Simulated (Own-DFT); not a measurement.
Simulation results for AlGa3N4 (wurtzite random alloy, strained, atoms displaced)

A calculation, not a measurement: plane-wave PBE density functional theory by an unreviewed code, no spin, of a simulated periodic cell, stress positive in tension, free energy of the whole cell less one offset for each atom, forces on such cells passed a denser k mesh, this cell's mesh not checked; offsets are fitted by least squares, one for each functional and potential file, so energies compare only between cells with the same atoms and settings and are not formation energies; the far tail of each file's local potential was reset to the Coulomb form; each entry is a single point on an unrelaxed cell, so the pressure reflects the starting lattice, mostly measured values, from which strain is counted, and rises with the displacements; printed positions are rounded, which can move forces by about a meV/angstrom; the program is a retired in-house code; no spin-orbit coupling. Program: Own-DFT development build.

Settings shared by all entries: functional PBE; potential files PseudoDojo norm-conserving, scalar-relativistic, standard set with the stringent files for Ga; wave cutoff 96 hartree; occupations Gaussian; smearing width 0.01 eV; k mesh 4 x 4 x 3 centred on Gamma.

(1) 
```xyz
72
Lattice="9.3904 0.0000 0.0000 -4.6952 8.1323 0.0000 0.0000 0.0000 10.2685" Properties=species:S:1:pos:R:3:force_x:R:1:force_y:R:1:force_z:R:1 formula=AlGa3N4 free_energy_of_cell_above_offsets=-7.579 pressure=12.7 stress_xx=-15.39 stress_yy=-12.04 stress_zz=-10.65 stress_yz=0.54 stress_xz=0.58 stress_xy=0.57
Ga     0.0478     1.8594     0.0399     -2.053      -1.74     -2.339
Ga     1.5550     1.0014     2.5597     -0.654       -1.8      0.707
N      0.0234     1.8089     1.8276     -1.296      0.306      3.236
N      1.5390     0.8655     4.5170     -0.682      1.396     -0.229
Al    -0.0465     1.7209     5.1336       2.46      1.703      2.094
Ga     1.6239     0.8894     7.7400     -2.415      0.257      0.094
N     -0.0099     1.7064     7.1370      1.148      1.759      -2.23
N      1.5041     0.9373     9.6100      1.196     -1.098       0.81
Ga    -1.5637     4.5163    10.1668      0.051     -0.155      1.269
Ga     0.0167     3.6182     2.5807      0.462      0.393     -0.819
N     -1.5944     4.5188     1.9579      0.481     -0.676     -0.847
N     -0.0021     3.5262     4.5113      1.328      0.518        0.4
Ga    -1.5073     4.5297     5.0672     -0.473     -0.555      1.392
Ga    -0.0556     3.6346     7.6992       2.96     -2.158      0.317
N     -1.5106     4.4767     7.1185     -2.204      1.607     -1.614
N      0.0319     3.5365     9.6182      0.232      3.057      0.249
Ga    -3.1524     7.2183    10.2604     -0.598      0.426      0.535
Ga    -1.6173     6.2855     2.6218      0.975       1.31     -2.254
N     -3.1547     7.2633     1.9637     -0.507     -0.342       0.12
N     -1.5720     6.3205     4.4536       0.33      0.387       2.12
Ga    -3.1589     7.2513     5.1298      0.424     -0.808      0.743
Ga    -1.5770     6.3305     7.5981      0.397        0.2      1.108
N     -3.1436     7.2746     7.1219      0.038     -1.425     -1.506
N     -1.5999     6.3697     9.6258      0.032     -0.931      -0.98
Ga     3.1008     1.7264    10.2550     -0.499      1.471      1.055
Al     4.7493     0.9213     2.5916     -2.643     -1.824      -0.22
N      3.0721     1.7990     1.9992      2.772       0.34     -1.082
N      4.7345     0.9194     4.4602     -0.352      0.315      0.538
Ga     3.0495     1.8733     5.1287      1.098     -0.641     -0.098
Ga     4.6459     0.9556     7.7507      2.227     -0.709     -1.052
N      3.1111     1.7240     7.1110      0.455      1.565     -1.803
N      4.6611     0.9499     9.6048      0.785     -0.342      1.365
Al     1.5926     4.5045     0.0336     -1.082       1.15     -1.346
Ga     3.2309     3.6530     2.5401     -2.392     -0.587      0.411
N      1.5957     4.6243     1.8566     -0.036     -2.094      0.994
N      3.1162     3.6891     4.4898     -0.555       -0.2      0.245
Al     1.5520     4.5552     5.1618      0.363     -0.806     -0.071
Ga     3.1474     3.5079     7.7326     -0.287      1.916     -0.947
N      1.6135     4.5222     7.0857     -1.042     -0.742     -1.424
N      3.0815     3.6865     9.5932     -0.346      -1.68      0.883
Ga    -0.0203     7.1880    10.2497      0.706      0.593      0.643
Ga     1.6086     6.3352     2.6370      -1.73     -0.474     -1.807
N      0.0347     7.1644     1.9092     -1.132       1.73       1.16
N      1.6107     6.3410     4.4575      0.809     -1.081      2.436
Ga     0.0906     7.1908     5.0878     -1.567      1.501       0.47
Ga     1.4847     6.3339     7.6261      2.104     -0.318      2.181
N      0.0316     7.2884     7.0604     -1.518     -0.092     -0.962
N      1.5556     6.3495     9.6672      0.883     -1.039     -0.399
Al     6.1653     1.8820     0.0039      1.516       -2.2      0.275
Ga     7.7723     0.9121     2.5658      0.846      0.375      0.453
N      6.1690     1.7758     1.9929      1.462      1.303     -1.689
N      7.8917     0.9564     4.6258     -3.256     -1.957     -1.779
Al     6.2115     1.8267     5.1562      1.014     -0.136      0.479
Ga     7.7785     0.9783     7.7045      1.403     -2.383       0.43
N      6.3329     1.8075     7.0706     -3.357      1.496     -1.513
N      7.7687     0.9441     9.5516     -0.475     -0.458      3.685
Ga     4.6495     4.4676    10.2149     -0.021      1.693      0.664
Ga     6.2873     3.6215     2.6582     -0.614       -0.4     -0.908
N      4.7137     4.4258     1.8579      1.412      2.639       1.08
N      6.2384     3.6596     4.5946      1.896     -2.121     -1.065
Ga     4.7647     4.5386     5.0886     -2.329     -0.548      1.369
Ga     6.2452     3.6481     7.7596     -0.433     -0.297     -1.844
N      4.6438     4.5659     6.9803      0.842     -1.117      1.547
N      6.1732     3.5793     9.6286      1.253      0.502      0.304
Al     3.1640     7.1849     0.0763     -1.899      1.693     -0.826
Al     4.7500     6.3853     2.6902     -1.049     -0.664     -3.305
N      3.0504     7.2348     2.0197      3.568       0.18     -1.244
N      4.6785     6.2507     4.4639     -0.212      2.452      0.766
Al     3.1656     7.2069     5.1386     -0.246      0.616       0.77
Ga     4.6580     6.3460     7.6797     -0.189     -0.039      0.862
N      3.1127     7.2078     7.0874     -0.449      0.681     -1.897
N      4.6306     6.3664     9.6569      0.667     -0.891     -0.159
```

Units: free_energy_of_cell_above_offsets in eV; pressure, stress_xx, stress_yy, stress_zz, stress_yz, stress_xz, stress_xy in GPa; force_x, force_y, force_z in eV/Å.

(2) 
```xyz
72
Lattice="9.3904 0.0000 0.0000 -4.6952 8.1323 0.0000 0.0000 0.0000 10.2685" Properties=species:S:1:pos:R:3:force_x:R:1:force_y:R:1:force_z:R:1 formula=AlGa3N4 free_energy_of_cell_above_offsets=-7.762 pressure=12.67 stress_xx=-13.91 stress_yy=-15.64 stress_zz=-8.45 stress_yz=0.27 stress_xz=-0.5 stress_xy=1.39
Ga     0.0983     1.8349    10.2497     -2.257     -1.646      1.309
Al     1.5269     0.8624     2.6261      0.431      2.061     -0.242
N     -0.0351     1.7536     1.9259      1.954      1.422      1.151
N      1.5474     0.9440     4.5896      1.372     -1.071       -1.8
Ga     0.0703     1.8656     5.1942     -1.642     -0.146     -0.305
Ga     1.5625     0.8418     7.7063      0.014      0.865      0.429
N      0.0077     1.8065     7.1176       1.17      0.679     -0.721
N      1.5429     0.9029     9.6374       0.44     -1.902      -0.94
Ga    -1.5425     4.4265     0.0242      0.036      1.261      0.106
Al     0.0116     3.6283     2.5753      0.502     -0.575     -0.276
N     -1.5376     4.4910     1.9425      0.866      0.674      0.457
N      0.1544     3.6175     4.4876     -2.269      0.304     -0.655
Ga    -1.5522     4.5941     5.1486      -0.06     -3.834      0.231
Ga    -0.0485     3.6419     7.6530      1.516      -0.48      1.119
N     -1.5229     4.5948     7.1114     -1.602      0.007     -0.682
N     -0.0361     3.5331     9.6341      1.578      2.148     -0.776
Ga    -3.1373     7.1592     0.0537     -0.095      0.266     -1.788
Ga    -1.6273     6.3693     2.5553      0.932     -0.833     -0.267
N     -3.1515     7.3203     1.9041      0.218     -0.502      1.205
N     -1.5646     6.2285     4.4865      -0.42      3.774     -0.373
Ga    -3.0946     7.2916     5.2555     -1.075     -1.314     -2.725
Al    -1.5893     6.3680     7.6457      0.671     -0.461      2.056
N     -3.1323     7.1811     7.0719      0.326      0.101      1.214
N     -1.5494     6.2516     9.6404     -0.346       0.71     -1.106
Ga     3.0421     1.7648    10.2164      2.538       0.66      1.452
Al     4.7797     0.8259     2.6664     -0.579      1.292     -2.564
N      3.1822     1.8098     1.9643     -0.497     -1.788      0.262
N      4.7362     0.9737     4.5031     -0.282     -1.574     -0.376
Ga     3.1969     1.7607     5.1958     -0.901      2.028      -1.15
Al     4.7119     0.8957     7.7498      0.479      1.013      0.245
N      3.1138     1.7839     7.0639      1.183      0.465      1.504
N      4.7193     0.8162     9.7042     -0.692      2.894      -2.42
Al     1.5244     4.4227    10.2485      0.401      1.866     -0.137
Ga     3.0973     3.5855     2.5495      0.878       0.67      0.206
N      1.5927     4.5842     1.8744     -1.192     -1.916     -0.181
N      3.1877     3.7116     4.4768     -1.403     -2.011       0.28
Ga     1.5948     4.5617     5.1471      1.088     -0.276      0.489
Al     3.1276     3.6183     7.6544      1.055     -0.599      0.701
N      1.6405     4.5090     7.1167     -1.005      0.991       -0.1
N      3.1025     3.6223     9.6061     -0.301     -0.324     -0.659
Ga     0.0028     7.2554     0.0129     -0.424     -2.226      0.404
Ga     1.6648     6.3082     2.5871      -1.98       0.34      0.242
N     -0.0341     7.2193     1.9090      0.823      0.549      1.843
N      1.5699     6.3393     4.5702      -1.04      0.813     -0.766
Ga    -0.0682     7.2837     5.1830      1.151     -0.609      -0.92
Al     1.5858     6.3040     7.7191      -0.02       1.03      0.352
N     -0.0724     7.3068     7.0731      1.046      -1.11      0.995
N      1.5933     6.3792     9.6997     -1.763     -2.892     -2.231
Ga     6.3431     1.7487    10.2107     -1.812      1.077      0.545
Ga     7.7459     0.9236     2.5327      3.528     -1.173       1.86
N      6.4086     1.7732     1.8626     -5.313      1.677      0.192
N      7.8004     0.9404     4.5524      1.622       0.01     -1.013
Ga     6.2975     1.8471     5.1012     -0.083     -1.341      2.276
Ga     7.8865     0.8945     7.6099     -1.043      0.866      2.545
N      6.3437     1.8493     7.1346     -2.096      0.081     -0.318
N      7.8520     0.9335     9.7097      1.808     -1.139     -2.007
Ga     4.6989     4.5014    10.2465     -0.186      0.498       0.44
Ga     6.2747     3.6418     2.4766     -0.018     -1.344      1.245
N      4.7464     4.5847     1.9905     -1.039     -0.738     -1.552
N      6.2512     3.5035     4.4917      0.838      3.788     -0.943
Ga     4.7025     4.5147     5.1168       1.14      0.041     -0.101
Al     6.2931     3.6357     7.7100     -0.082      0.041      0.152
N      4.7318     4.4910     7.0312     -0.279      -0.35      1.267
N      6.3028     3.6180     9.6460     -1.174     -0.446     -1.256
Ga     3.0697     7.2296     0.0123      1.385      1.247      0.413
Ga     4.7058     6.3769     2.5476     -0.287     -0.115      0.465
N      3.1204     7.2575     1.9485      0.579     -0.214      -0.04
N      4.6650     6.2911     4.4689      1.293      1.449      0.616
Ga     3.1271     7.2688     5.0460      0.521     -0.248      1.386
Ga     4.6450     6.3462     7.6673      0.465     -1.137      0.676
N      3.1708     7.2999     7.0960     -1.991     -2.327     -1.313
N      4.6093     6.3775     9.6019        1.4     -0.996      0.376
```

Units: free_energy_of_cell_above_offsets in eV; pressure, stress_xx, stress_yy, stress_zz, stress_yz, stress_xz, stress_xy in GPa; force_x, force_y, force_z in eV/Å.

(3) 
```xyz
72
Lattice="9.3904 0.0000 0.0000 -4.6952 8.1323 0.0000 0.0000 0.0000 10.2685" Properties=species:S:1:pos:R:3:force_x:R:1:force_y:R:1:force_z:R:1 formula=AlGa3N4 free_energy_of_cell_above_offsets=-8.429 pressure=12.36 stress_xx=-13.58 stress_yy=-14.7 stress_zz=-8.8 stress_yz=-0.67 stress_xz=0.74 stress_xy=-0.17
Ga    -0.0080     1.7704    10.2616      1.727      1.589      0.399
Ga     1.5541     0.8733     2.5071     -0.275      0.449      1.602
N      0.0030     1.8632     1.9240     -0.035      -0.49     -0.253
N      1.5467     0.8968     4.5635     -0.832     -0.062      -1.28
Al     0.0315     1.8437     5.1956     -0.161     -1.275     -1.659
Al     1.5324     0.9733     7.6759       1.16     -2.446       0.95
N      0.0643     1.7546     7.0332      -1.51      1.895      0.448
N      1.6086     0.9178     9.6979     -1.548     -0.611     -2.527
Ga    -1.5320     4.5076     0.0230     -1.403      0.071     -0.435
Al     0.0369     3.5648     2.5246     -0.539      1.554      1.348
N     -1.5828     4.5184     1.9258      1.081     -1.268      0.509
N      0.0429     3.5470     4.5379     -1.806      1.233     -0.528
Al    -1.6238     4.5520     5.1831      1.451     -0.074     -1.322
Al     0.0466     3.6179     7.5851     -0.234     -0.048      1.092
N     -1.5800     4.5443     7.0932      2.343     -0.854     -1.846
N     -0.0309     3.6537     9.5824      1.166     -0.576     -1.051
Ga    -3.1317     7.1834    10.2256     -2.688      1.827      0.537
Ga    -1.6155     6.3025     2.5066      0.666      0.414      0.439
N     -3.1160     7.2483     1.8462     -0.836     -0.623      0.837
N     -1.5538     6.3309     4.4105     -0.573     -1.074      1.771
Ga    -3.1536     7.2160     5.2223       0.94        0.6     -1.635
Ga    -1.5024     6.2885     7.7272     -1.121      1.594     -0.413
N     -3.1107     7.2111     7.0421     -0.945      0.398      2.748
N     -1.7011     6.3871     9.6100      3.488     -2.397     -0.656
Ga     3.1145     1.8134    10.2198      0.268      0.211      1.859
Al     4.7379     0.9304     2.5572     -1.581      -1.01     -0.323
N      3.0595     1.8042     1.9422       2.42      0.299     -0.029
N      4.6823     0.9218     4.4863      0.929     -0.831     -1.136
Ga     3.1505     1.8079     5.0644     -1.042     -0.628      0.411
Ga     4.7179     0.9130     7.7660       -1.6      0.335     -0.973
N      2.9949     1.7820     6.9510      1.858      0.315      2.293
N      4.6566     0.9301     9.6677      1.325     -1.124     -0.123
Ga     1.5888     4.5470    10.2372     -1.121     -1.397      1.538
Ga     3.1441     3.6529     2.5691     -0.348     -1.112      0.701
N      1.5764     4.5796     2.0934     -1.016     -2.792     -2.579
N      3.1330     3.5862     4.5629     -0.089      1.322     -1.126
Ga     1.5337     4.5973     5.1024      0.677     -3.291      0.824
Ga     3.0788     3.5922     7.7142      1.661      -0.34     -0.396
N      1.6213     4.5356     7.0466      -1.96      1.243      0.446
N      3.0915     3.6004     9.6780      1.413      0.972     -0.371
Ga    -0.0817     7.1709    10.2528      0.543      0.789      0.276
Ga     1.5525     6.2727     2.6335     -0.231      2.812      -1.79
N     -0.0345     7.1765     1.8879      0.635      1.549      0.835
N      1.5371     6.2526     4.4569      0.584      2.786      1.353
Ga     0.0150     7.1965     5.1236     -0.698      0.896     -0.522
Al     1.5672     6.3592     7.6686     -0.045     -0.636      0.174
N      0.0233     7.2574     7.0325      0.607     -0.826      0.925
N      1.5557     6.2706     9.6304     -1.118      1.543     -1.986
Ga     6.3295     1.7367     0.0232     -1.243      1.432      0.189
Ga     7.8519     0.9006     2.5399     -0.038      0.743      0.635
N      6.2577     1.8190     1.9916      -0.48     -0.785     -0.805
N      7.8011     0.9787     4.4630      1.743     -1.164      1.186
Ga     6.2618     1.8315     5.0544      -0.38     -0.881      1.441
Ga     7.8113     0.9201     7.6197      0.921     -0.044      1.096
N      6.2525     1.7943     7.1433     -0.099      0.613     -1.894
N      7.9020     0.9532     9.6536     -1.659     -2.068     -1.553
Al     4.6652     4.5470     0.0121      0.775     -1.048      0.103
Ga     6.2587     3.5770     2.6209      0.192      1.021     -1.859
N      4.6879     4.5554     2.0090      0.605     -0.126     -1.766
N      6.2932     3.6121     4.4647      0.763      0.847      1.654
Ga     4.7310     4.4501     5.0701     -0.926       0.96      1.762
Ga     6.3591     3.6069     7.6685     -2.494     -0.007      1.792
N      4.7202     4.5690     7.1431     -0.209     -1.121     -1.182
N      6.2546     3.5851     9.6498     -0.611      0.573      0.374
Ga     3.0601     7.2005    10.1785      1.485      0.813      1.743
Ga     4.7505     6.3526     2.6475     -0.872      0.565     -1.593
N      3.0824     7.2856     1.9691      0.676     -1.662     -0.957
N      4.6988     6.3319     4.5204      0.394     -0.847      0.203
Ga     3.1478     7.1592     5.1053     -0.909      1.748      0.023
Al     4.6501     6.3021     7.7028      0.995      0.843     -0.231
N      3.1010     7.2541     7.0486      0.319     -1.294      0.529
N      4.6728     6.2860     9.6009     -0.538     -0.025     -0.243
```

Units: free_energy_of_cell_above_offsets in eV; pressure, stress_xx, stress_yy, stress_zz, stress_yz, stress_xz, stress_xy in GPa; force_x, force_y, force_z in eV/Å.
